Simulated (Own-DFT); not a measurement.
Simulation results for SiC (2H silicon carbide, atoms displaced)

All values are calculated (Own-DFT development build). A calculation, not a measurement: plane-wave PBE density functional theory by an unreviewed code, no spin, of a simulated periodic cell, stress positive in tension, free energy of the whole cell less one offset for each atom, forces on such cells passed a denser k mesh, this cell's mesh not checked; offsets are fitted by least squares, one for each functional and potential file, so energies compare only between cells with the same atoms and settings and are not formation energies; the far tail of each file's local potential was reset to the Coulomb form; each entry is a single point on an unrelaxed cell, so the pressure reflects the starting lattice, mostly measured values (interpolated for alloys), from which strain is counted, and rises with the displacements; printed positions are rounded, which can move forces by about a meV/angstrom; the program, named Own-DFT, is a retired in-house code; no spin-orbit coupling; before rounding, a Quantum ESPRESSO 7.3.1 run of the same cell and cutoff gave forces within 1 meV/angstrom rms on each cell, which checks the program and not the settings.

Settings shared by all entries: functional PBE; potential files PseudoDojo norm-conserving, scalar-relativistic, standard set; wave cutoff 42 hartree; occupations Fermi-Dirac; smearing width 0.1 eV; k mesh 4 x 4 x 3 centred on Gamma.

(1) 
```cif
# cell vector a (Å): 9.2481 0.0000 0.0000
# cell vector b (Å): -4.6241 8.0091 0.0000
# cell vector c (Å): 0.0000 0.0000 10.0681
data_SiC
_symmetry_space_group_name_H-M 'P 1'
_symmetry_Int_Tables_number 1
_cell_length_a 9.2481
_cell_length_b 9.2481
_cell_length_c 10.0681
_cell_angle_alpha 90.000
_cell_angle_beta 90.000
_cell_angle_gamma 120.000
_cell_volume 745.73
loop_
_atom_site_label
_atom_site_type_symbol
_atom_site_fract_x
_atom_site_fract_y
_atom_site_fract_z
_atom_site_occupancy
Si1 Si 0.99475 0.99600 0.00359 1
Si2 Si 0.11230 0.22524 0.25220 1
C1 C 0.00110 0.00453 0.18694 1
C2 C 0.09846 0.21573 0.44300 1
Si3 Si 0.99404 0.00082 0.49670 1
Si4 Si 0.11897 0.23307 0.75340 1
C3 C 0.00582 0.00499 0.68802 1
C4 C 0.10342 0.22086 0.93457 1
Si5 Si 0.00741 0.33885 0.01105 1
Si6 Si 0.11138 0.55360 0.25685 1
C5 C 0.99669 0.33577 0.19274 1
C6 C 0.09959 0.54265 0.43698 1
Si7 Si 0.00067 0.33792 0.50996 1
Si8 Si 0.11689 0.56694 0.75032 1
C7 C 0.00554 0.33980 0.69608 1
C8 C 0.10823 0.55802 0.92979 1
Si9 Si 0.01201 0.66517 0.01069 1
Si10 Si 0.10700 0.87848 0.24602 1
C9 C 0.00367 0.67643 0.18462 1
C10 C 0.11471 0.89538 0.43953 1
Si11 Si 0.99590 0.67230 0.50200 1
Si12 Si 0.09176 0.87543 0.74092 1
C11 C 0.99441 0.66901 0.68177 1
C12 C 0.10688 0.88483 0.95029 1
Si13 Si 0.32176 0.99315 0.99955 1
Si14 Si 0.44491 0.22196 0.24684 1
C13 C 0.32263 0.00273 0.19195 1
C14 C 0.43718 0.23001 0.44111 1
Si15 Si 0.32487 0.00180 0.50198 1
Si16 Si 0.43277 0.21794 0.75626 1
C15 C 0.35061 0.01294 0.68998 1
C16 C 0.43808 0.22456 0.92377 1
Si17 Si 0.32681 0.32582 0.00220 1
Si18 Si 0.44193 0.55074 0.24675 1
C17 C 0.34930 0.33734 0.18875 1
C18 C 0.45387 0.55903 0.43536 1
Si19 Si 0.32363 0.33086 0.49368 1
Si20 Si 0.44684 0.55456 0.75246 1
C19 C 0.34756 0.34402 0.69532 1
C20 C 0.45847 0.56301 0.93683 1
Si21 Si 0.33715 0.66664 0.00056 1
Si22 Si 0.43981 0.88062 0.24963 1
C21 C 0.33034 0.67458 0.18364 1
C22 C 0.44664 0.88004 0.44764 1
Si23 Si 0.32169 0.67363 0.50615 1
Si24 Si 0.44202 0.88757 0.75304 1
C23 C 0.32799 0.67899 0.67947 1
C24 C 0.44821 0.89492 0.92769 1
Si25 Si 0.66924 0.99330 0.00425 1
Si26 Si 0.79112 0.22663 0.24988 1
C25 C 0.67054 0.01095 0.17278 1
C26 C 0.77704 0.21663 0.43772 1
Si27 Si 0.67271 0.00109 0.50570 1
Si28 Si 0.78502 0.23066 0.75210 1
C27 C 0.65356 0.99806 0.69398 1
C28 C 0.79002 0.22400 0.94350 1
Si29 Si 0.66439 0.33102 0.99579 1
Si30 Si 0.77237 0.55960 0.24510 1
C29 C 0.66418 0.32708 0.18701 1
C30 C 0.76810 0.55125 0.43960 1
Si31 Si 0.67317 0.33891 0.50496 1
Si32 Si 0.77469 0.55519 0.74505 1
C31 C 0.66674 0.33152 0.69218 1
C32 C 0.76799 0.55586 0.93564 1
Si33 Si 0.65925 0.66750 0.00330 1
Si34 Si 0.78675 0.87994 0.24873 1
C33 C 0.65756 0.67074 0.19286 1
C34 C 0.78064 0.88607 0.43419 1
Si35 Si 0.67754 0.67119 0.50576 1
Si36 Si 0.76961 0.87974 0.75436 1
C35 C 0.66561 0.66401 0.68866 1
C36 C 0.78236 0.89069 0.93764 1
_calc_free_energy_of_cell_above_offsets '-3.440'  # eV
_calc_pressure 6.28  # GPa
_calc_stress_xx -2.67  # GPa
_calc_stress_yy -6.2  # GPa
_calc_stress_zz -9.98  # GPa
_calc_stress_yz -1.05  # GPa
_calc_stress_xz 0.5  # GPa
_calc_stress_xy -0.68  # GPa
```

Force:
```csv
element,x (eV/Å),y (eV/Å),z (eV/Å)
Si,0.701,0.664,-0.91
Si,0.472,-0.277,0.323
C,0.715,-0.471,0.678
C,0.563,1.76,-0.984
Si,1.177,-0.507,1.235
Si,0.424,-1.008,-0.822
C,-1.851,-0.051,-0.247
C,1.191,0.26,2.321
Si,-1.043,-0.456,-2.701
Si,-0.653,0.848,-1.111
C,3.073,1.403,-0.425
C,-0.185,2.883,0.984
Si,-0.374,-1.906,-0.566
Si,-0.814,-0.906,-0.832
C,-0.022,0.5,-1.199
C,1.856,-0.207,2.635
Si,-3.064,0.112,-3.45
Si,-0.732,3.788,1.698
C,-0.013,-3.878,2.366
C,-1.339,-1.673,-0.994
Si,0.323,-0.94,-1.878
Si,2.423,3.569,2.615
C,0.598,-1.759,0.837
C,-0.842,-0.611,-2.511
Si,1.793,1.647,-0.269
Si,1.066,-0.528,2.079
C,2.259,-0.795,-0.977
C,2.252,-1.493,-0.896
Si,2.88,1.309,0.421
Si,2.017,1.059,-3.75
C,-2.832,-2.802,-0.827
C,0.649,-0.989,6.227
Si,0.588,0.974,-1.228
Si,-0.896,1.592,1.877
C,-3.356,-0.627,-1.02
C,-2.187,-0.341,0.692
Si,0.722,1.829,1.659
Si,-0.824,1.473,-0.706
C,-2.579,-1.469,-1.963
C,-3.706,-1.886,0.342
Si,-0.643,0.885,-1.755
Si,0.347,3.372,1.016
C,0.707,-2.908,0.458
C,-1.51,2.616,-2.515
Si,2.475,-2.271,-2.682
Si,-0.936,1.115,-1.703
C,1.419,-1.818,3.39
C,-0.112,-1.123,3.865
Si,-0.99,1.7,-4.03
Si,-3.683,-1.952,0.356
C,0.403,-1.78,5.709
C,-0.109,1.094,0.576
Si,-1.041,-0.99,-0.231
Si,-0.444,-1.49,1.264
C,3.552,0.848,-0.755
C,-1.527,-0.084,-0.589
Si,0.275,-0.071,-0.188
Si,0.535,-1.397,0.595
C,0.393,1.34,-0.013
C,2.028,1.35,-0.918
Si,-1.388,-2.097,-0.445
Si,0.193,-0.812,1.722
C,-0.219,0.539,-0.373
C,1.824,0.169,0.887
Si,3.071,0.964,0.016
Si,-2.95,2.596,0.219
C,1.749,-0.932,-1.753
C,-0.498,0.21,0.717
Si,-2.465,-0.83,-1.268
Si,0.139,2.229,-0.801
C,-0.325,0.669,-0.07
C,-0.702,-1.228,0.574
```

(2) 
```cif
# cell vector a (Å): 9.2481 0.0000 0.0000
# cell vector b (Å): -4.6241 8.0091 0.0000
# cell vector c (Å): 0.0000 0.0000 10.0681
data_SiC
_symmetry_space_group_name_H-M 'P 1'
_symmetry_Int_Tables_number 1
_cell_length_a 9.2481
_cell_length_b 9.2481
_cell_length_c 10.0681
_cell_angle_alpha 90.000
_cell_angle_beta 90.000
_cell_angle_gamma 120.000
_cell_volume 745.73
loop_
_atom_site_label
_atom_site_type_symbol
_atom_site_fract_x
_atom_site_fract_y
_atom_site_fract_z
_atom_site_occupancy
Si1 Si 0.98992 0.99742 0.99562 1
Si2 Si 0.11126 0.21981 0.24702 1
C1 C 0.00244 0.99548 0.19028 1
C2 C 0.11645 0.22243 0.43162 1
Si3 Si 0.99824 0.99634 0.50022 1
Si4 Si 0.12337 0.23356 0.74677 1
C3 C 0.01166 0.01171 0.68638 1
C4 C 0.09777 0.21603 0.93479 1
Si5 Si 0.99571 0.32562 0.00562 1
Si6 Si 0.10609 0.55558 0.25234 1
C5 C 0.99498 0.33392 0.17943 1
C6 C 0.12138 0.55995 0.43211 1
Si7 Si 0.99000 0.31244 0.49784 1
Si8 Si 0.11998 0.56511 0.73696 1
C7 C 0.00571 0.32399 0.69508 1
C8 C 0.10088 0.55820 0.93505 1
Si9 Si 0.99802 0.66790 0.99432 1
Si10 Si 0.11332 0.88054 0.24483 1
C9 C 0.99883 0.66387 0.18767 1
C10 C 0.09925 0.88220 0.43753 1
Si11 Si 0.99737 0.66595 0.50866 1
Si12 Si 0.11137 0.89167 0.74434 1
C11 C 0.00839 0.66175 0.69037 1
C12 C 0.10885 0.88816 0.94367 1
Si13 Si 0.33102 0.00037 0.00035 1
Si14 Si 0.43952 0.21607 0.25514 1
C13 C 0.34497 0.00799 0.18357 1
C14 C 0.44302 0.23006 0.43823 1
Si15 Si 0.33534 0.00258 0.49620 1
Si16 Si 0.44059 0.22971 0.74530 1
C15 C 0.33365 0.00066 0.68580 1
C16 C 0.44294 0.21705 0.92838 1
Si17 Si 0.32940 0.33611 0.99874 1
Si18 Si 0.43820 0.55084 0.25578 1
C17 C 0.32980 0.32413 0.19183 1
C18 C 0.45159 0.55979 0.44428 1
Si19 Si 0.33847 0.33125 0.49207 1
Si20 Si 0.44115 0.55884 0.75875 1
C19 C 0.32731 0.32664 0.70002 1
C20 C 0.44976 0.55155 0.94222 1
Si21 Si 0.33319 0.67293 0.00080 1
Si22 Si 0.43365 0.90147 0.24516 1
C21 C 0.33790 0.66765 0.18318 1
C22 C 0.45678 0.88569 0.42779 1
Si23 Si 0.33835 0.65899 0.50326 1
Si24 Si 0.44500 0.88527 0.74679 1
C23 C 0.34031 0.66973 0.68353 1
C24 C 0.44547 0.89582 0.94196 1
Si25 Si 0.66700 0.99789 0.00311 1
Si26 Si 0.77017 0.22271 0.24680 1
C25 C 0.67035 0.01159 0.19110 1
C26 C 0.77619 0.22030 0.43875 1
Si27 Si 0.67197 0.01573 0.49893 1
Si28 Si 0.77573 0.22754 0.74766 1
C27 C 0.67440 0.00337 0.68792 1
C28 C 0.78685 0.22898 0.92737 1
Si29 Si 0.67595 0.34386 0.98451 1
Si30 Si 0.77212 0.55335 0.25526 1
C29 C 0.66042 0.33044 0.19103 1
C30 C 0.78269 0.55841 0.42714 1
Si31 Si 0.66206 0.34125 0.50210 1
Si32 Si 0.78148 0.55849 0.75348 1
C31 C 0.66613 0.32071 0.69600 1
C32 C 0.77535 0.56195 0.93613 1
Si33 Si 0.66315 0.66034 0.00361 1
Si34 Si 0.77000 0.89445 0.23610 1
C33 C 0.66400 0.66109 0.19089 1
C34 C 0.78148 0.88770 0.42929 1
Si35 Si 0.66237 0.65889 0.50359 1
Si36 Si 0.77668 0.88533 0.75257 1
C35 C 0.67579 0.67307 0.67691 1
C36 C 0.78548 0.90314 0.93590 1
_calc_free_energy_of_cell_above_offsets '-3.535'  # eV
_calc_pressure 6.04  # GPa
_calc_stress_xx -7.03  # GPa
_calc_stress_yy -3.4  # GPa
_calc_stress_zz -7.67  # GPa
_calc_stress_yz -0.18  # GPa
_calc_stress_xz -1.67  # GPa
_calc_stress_xy 1.95  # GPa
```

Force:
```csv
element,x (eV/Å),y (eV/Å),z (eV/Å)
Si,3.187,1.216,1.756
Si,-1.057,-0.533,-0.328
C,-1.03,0.253,-1.591
C,-0.257,-0.573,0.845
Si,-0.599,0.445,-1.019
Si,-2.169,-3.465,2.215
C,-0.872,-1.725,0.244
C,2.051,1.27,0.512
Si,-0.51,1.85,-3.327
Si,1.326,-0.199,-1.64
C,0.502,-0.312,3.469
C,-1.13,-1.258,2.452
Si,1.174,3.074,0.79
Si,1.265,-3.379,3.047
C,-2.824,2.611,-2.892
C,2.813,-0.554,-0.678
Si,0.074,0.067,1.484
Si,-1.547,0.844,0.97
C,-0.637,-0.436,-0.735
C,2.453,0.708,-0.247
Si,1.228,-0.222,-2.72
Si,0.628,0.244,1.236
C,-3.476,1.477,-0.642
C,-0.418,0.469,-1.64
Si,-0.035,0.858,-1.257
Si,0.307,1.845,-1.497
C,-4.071,0.088,-0.077
C,2.313,-1.992,-0.034
Si,-0.019,-1.643,0.347
Si,2.315,-2.69,1.268
C,0.369,0.075,-0.334
C,-0.49,1.354,1.738
Si,0.639,-2.456,0.397
Si,0.579,0.608,-1.006
C,-0.238,1.369,-0.764
C,-0.299,-2.126,-0.966
Si,-3.341,1.265,2.174
Si,1.716,-0.765,-1.419
C,1.65,4.057,-3.581
C,-2.116,1.436,-0.686
Si,-0.5,-1.056,-0.468
Si,5.881,-3.599,1.267
C,-1.275,0.328,1.38
C,-2.488,0.729,1.662
Si,-1.287,1.808,-2.089
Si,0.006,2.278,0.584
C,-0.076,-0.306,1.14
C,0.793,-1.229,-1.142
Si,-1.137,2.145,-0.833
Si,1.263,1.388,0.593
C,-1.259,-1.684,-1.854
C,-1.381,2.292,-1.032
Si,1.455,-4.348,0.071
Si,4.293,-2.33,0.75
C,-1.12,-0.462,-0.109
C,-1.383,-0.864,2.34
Si,-0.761,-2.732,2.14
Si,0.991,0.132,-3.235
C,-0.206,0.812,-1.16
C,-0.608,-0.659,4.988
Si,2.183,-0.63,-0.161
Si,0.067,-0.537,-1.238
C,-3.682,3.947,-2.708
C,0.726,0.351,-0.219
Si,-0.052,1.666,0.563
Si,2.579,-1.247,3.003
C,-1.034,0.661,-0.689
C,-1.304,0.25,1.108
Si,1.316,2.887,-3.287
Si,0.633,2.104,-1.567
C,-0.303,-1.478,4.148
C,-1.788,-3.771,0.188
```

(3) 
```cif
# cell vector a (Å): 9.2481 0.0000 0.0000
# cell vector b (Å): -4.6241 8.0091 0.0000
# cell vector c (Å): 0.0000 0.0000 10.0681
data_SiC
_symmetry_space_group_name_H-M 'P 1'
_symmetry_Int_Tables_number 1
_cell_length_a 9.2481
_cell_length_b 9.2481
_cell_length_c 10.0681
_cell_angle_alpha 90.000
_cell_angle_beta 90.000
_cell_angle_gamma 120.000
_cell_volume 745.73
loop_
_atom_site_label
_atom_site_type_symbol
_atom_site_fract_x
_atom_site_fract_y
_atom_site_fract_z
_atom_site_occupancy
Si1 Si 0.00628 0.99794 0.00998 1
Si2 Si 0.09766 0.22634 0.25283 1
C1 C 0.00487 0.99986 0.18942 1
C2 C 0.11641 0.22441 0.43875 1
Si3 Si 0.98961 0.99433 0.49804 1
Si4 Si 0.09727 0.21050 0.74318 1
C3 C 0.00152 0.99295 0.69589 1
C4 C 0.11866 0.22300 0.93527 1
Si5 Si 0.99522 0.33994 0.00687 1
Si6 Si 0.11280 0.56772 0.24749 1
C5 C 0.00994 0.34430 0.18489 1
C6 C 0.11788 0.55215 0.44778 1
Si7 Si 0.00198 0.33750 0.48982 1
Si8 Si 0.10849 0.55969 0.75308 1
C7 C 0.99783 0.33559 0.68831 1
C8 C 0.10561 0.54285 0.93407 1
Si9 Si 0.99811 0.66567 0.00594 1
Si10 Si 0.11222 0.88724 0.25825 1
C9 C 0.01175 0.67400 0.19668 1
C10 C 0.10247 0.87960 0.43795 1
Si11 Si 0.01702 0.67104 0.50101 1
Si12 Si 0.11313 0.90415 0.74886 1
C11 C 0.00323 0.67865 0.68313 1
C12 C 0.12317 0.89829 0.93903 1
Si13 Si 0.33894 0.00830 0.00735 1
Si14 Si 0.43882 0.22026 0.24100 1
C13 C 0.32884 0.00019 0.18373 1
C14 C 0.43844 0.20354 0.44247 1
Si15 Si 0.34925 0.99640 0.48790 1
Si16 Si 0.44788 0.21718 0.74466 1
C15 C 0.33116 0.99128 0.69095 1
C16 C 0.45139 0.22795 0.94646 1
Si17 Si 0.32511 0.32143 0.99647 1
Si18 Si 0.43052 0.55348 0.24745 1
C17 C 0.32557 0.33316 0.18243 1
C18 C 0.44180 0.56226 0.43648 1
Si19 Si 0.33106 0.33451 0.50708 1
Si20 Si 0.44583 0.55325 0.74434 1
C19 C 0.33416 0.32342 0.69241 1
C20 C 0.44839 0.55127 0.93957 1
Si21 Si 0.33275 0.66027 0.99643 1
Si22 Si 0.45547 0.89096 0.25712 1
C21 C 0.32394 0.66576 0.18804 1
C22 C 0.43450 0.88300 0.44166 1
Si23 Si 0.31327 0.65477 0.49297 1
Si24 Si 0.43650 0.88960 0.75147 1
C23 C 0.32989 0.65599 0.69374 1
C24 C 0.44350 0.88412 0.94021 1
Si25 Si 0.66678 0.00031 0.00622 1
Si26 Si 0.78169 0.23958 0.24949 1
C25 C 0.66384 0.99593 0.18694 1
C26 C 0.78001 0.22948 0.43592 1
Si27 Si 0.66133 0.00431 0.49291 1
Si28 Si 0.78739 0.23023 0.74121 1
C27 C 0.68536 0.00544 0.68399 1
C28 C 0.77406 0.21800 0.93861 1
Si29 Si 0.66630 0.33327 0.98958 1
Si30 Si 0.79354 0.55770 0.24720 1
C29 C 0.67405 0.33187 0.19929 1
C30 C 0.77488 0.55146 0.44642 1
Si31 Si 0.67028 0.34005 0.49191 1
Si32 Si 0.76728 0.54168 0.74503 1
C31 C 0.64769 0.32974 0.67446 1
C32 C 0.78586 0.56470 0.93981 1
Si33 Si 0.67038 0.66181 0.99930 1
Si34 Si 0.79058 0.90106 0.23938 1
C33 C 0.67065 0.67648 0.18907 1
C34 C 0.79266 0.89809 0.42987 1
Si35 Si 0.65663 0.66001 0.49691 1
Si36 Si 0.77269 0.88573 0.75143 1
C35 C 0.66838 0.66187 0.67979 1
C36 C 0.77957 0.89999 0.94965 1
_calc_free_energy_of_cell_above_offsets '-2.124'  # eV
_calc_pressure 6.67  # GPa
_calc_stress_xx -8.73  # GPa
_calc_stress_yy -5.7  # GPa
_calc_stress_zz -5.59  # GPa
_calc_stress_yz 0.4  # GPa
_calc_stress_xz -1.14  # GPa
_calc_stress_xy 0.39  # GPa
```

Force:
```csv
element,x (eV/Å),y (eV/Å),z (eV/Å)
Si,-0.722,1.145,-2.582
Si,3.794,-0.877,-0.421
C,0.318,1.151,0.751
C,-1.354,-0.446,0.091
Si,3.059,1.309,1.569
Si,1.239,2.026,1.87
C,-3.836,1.276,-2.9
C,-2.824,-1.26,0.083
Si,1.737,-2.396,-2.583
Si,2.137,-2.044,1.403
C,-2.526,0.141,1.715
C,-5.087,-1.078,-4.286
Si,0.204,-2.107,2.71
Si,0.178,-0.224,-1.103
C,1.148,0.882,-1.606
C,-0.745,2.578,1.514
Si,2.004,1.396,-1.446
Si,-0.18,1.688,-0.919
C,-1.877,-0.158,-2.026
C,1.451,1.856,0.349
Si,-3.237,-1.153,0.848
Si,3.258,-3.337,1.528
C,0.39,-1.55,1.748
C,-0.929,-1.408,0.39
Si,0.856,-1.556,-2.211
Si,0.163,0.616,2.007
C,1.25,-0.398,2.55
C,-0.635,4.441,-2.256
Si,-6.249,0.23,3.847
Si,-1.798,-1.347,1.521
C,-0.681,1.614,-1.732
C,-0.442,-1.094,-2.061
Si,0.624,2.63,0.287
Si,2.304,0.283,-0.287
C,0.163,-0.273,1.162
C,-0.266,-1.613,-0.174
Si,1.517,-0.73,-0.999
Si,0.259,-0.695,1.499
C,-1.744,0.63,-0.613
C,-0.2,-0.122,-0.712
Si,-0.092,0.306,0.034
Si,-2.244,-0.597,-1.949
C,1.329,1.238,-0.149
C,4.2,-2.08,-1.77
Si,6.356,3.34,3.936
Si,3.019,-1.344,0.561
C,-0.942,1.594,-1.55
C,-0.355,0.777,0.123
Si,-1.183,-0.275,-1.42
Si,3.238,-3.529,0.594
C,0.609,2.269,1.327
C,0.296,-0.454,-0.379
Si,2.683,-0.506,1.142
Si,-2.05,-1.767,1.186
C,-3.338,-0.004,-0.609
C,0.081,1.005,-0.62
Si,1.278,0.827,2.322
Si,-3.693,0.08,1.92
C,-3.918,2.075,-3.498
C,1.02,2.155,-2.392
Si,-1.117,-2.156,0.257
Si,0.941,2.643,-0.271
C,4.085,0.39,1.571
C,0.086,-1.956,-1.117
Si,-2.078,1.801,0.97
Si,-1.088,-2.04,1.662
C,0.652,-1.81,-0.105
C,-4.263,-1.988,-0.283
Si,1.673,1.956,-0.8
Si,1.406,-0.416,0.975
C,-1.151,0.534,1.666
C,1.84,-2.093,-1.863
```
